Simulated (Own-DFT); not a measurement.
# Response to strain: grey tin, 32 atoms (Sn32)

These are calculations, not measurements. The program, named Own-DFT, is a retired in-house plane-wave density functional code that no person has reviewed. Each row is one single-point run on a periodic cell that was not relaxed, without spin or spin-orbit coupling.

Settings of every run: PBE; PseudoDojo norm-conserving scalar-relativistic files; cutoff 42 hartree; 3 x 3 x 5 k mesh centred on Gamma; cold (Marzari-Vanderbilt) smearing of 0.2 eV.

Known limits: forces on such cells failed a check on a denser k mesh; stress not checked against mesh or cutoff.

Unstrained cell vectors in Å: (12.978, 0.000, 0.000); (0.000, 12.978, 0.000); (0.000, 0.000, 6.489). The unstrained cell has measured lattice constants (interpolated for alloys), not those of this functional. That, the random moves and any unrelaxed bonds set the pressure at no strain. Each run strains this cell uniformly, with the atoms carried along. Every atom was also moved at random, by a Gaussian of width 0.05 Å on each axis. Strain is the symmetric tensor, in per cent. Stress is positive in tension, and the pressure is minus a third of its trace.

```
run,e_xx (%),e_yy (%),e_zz (%),s_xx (GPa),s_yy (GPa),s_zz (GPa),P (GPa),E (meV/atom)
1,3.00,3.00,0.00,-0.59,-0.62,-1.39,0.87,2.4
2,-2.00,-2.00,0.00,-6.17,-6.17,-5.61,5.99,79.3
3,-2.50,-2.50,0.00,-6.80,-6.88,-6.02,6.57,87.4
4,-0.50,-0.50,0.00,-4.30,-4.27,-4.02,4.20,44.8
5,2.25,2.25,0.00,-1.19,-1.24,-1.87,1.43,0.0
6,-1.00,-1.00,0.00,-4.87,-4.88,-4.52,4.76,53.2
7,-1.50,-1.50,0.00,-5.55,-5.44,-5.16,5.38,71.2
8,0.25,0.25,0.00,-3.34,-3.48,-3.42,3.41,33.2
9,2.50,2.50,0.00,?,?,?,?,?
```

E is the free energy for each atom above the lowest run shown.

## Worked fit

The change of volume is close to e_xx + e_yy + e_zz. A straight line through the runs shown gives P = 3.83 - 52 x (fractional change of volume) GPa, with an error of 1 on the slope and a scatter of 0.15 GPa. The strain isn't the same on all axes, but the crystal is cubic, so the slope still estimates the bulk modulus, averaged over pressures from 0.9 to 6.6 GPa.

## Withheld run

Question: what pressure should run 9 give? Its volume changes by 5.06 %.

The line gives 1.2 GPa. The calculation gave 1.25 GPa.
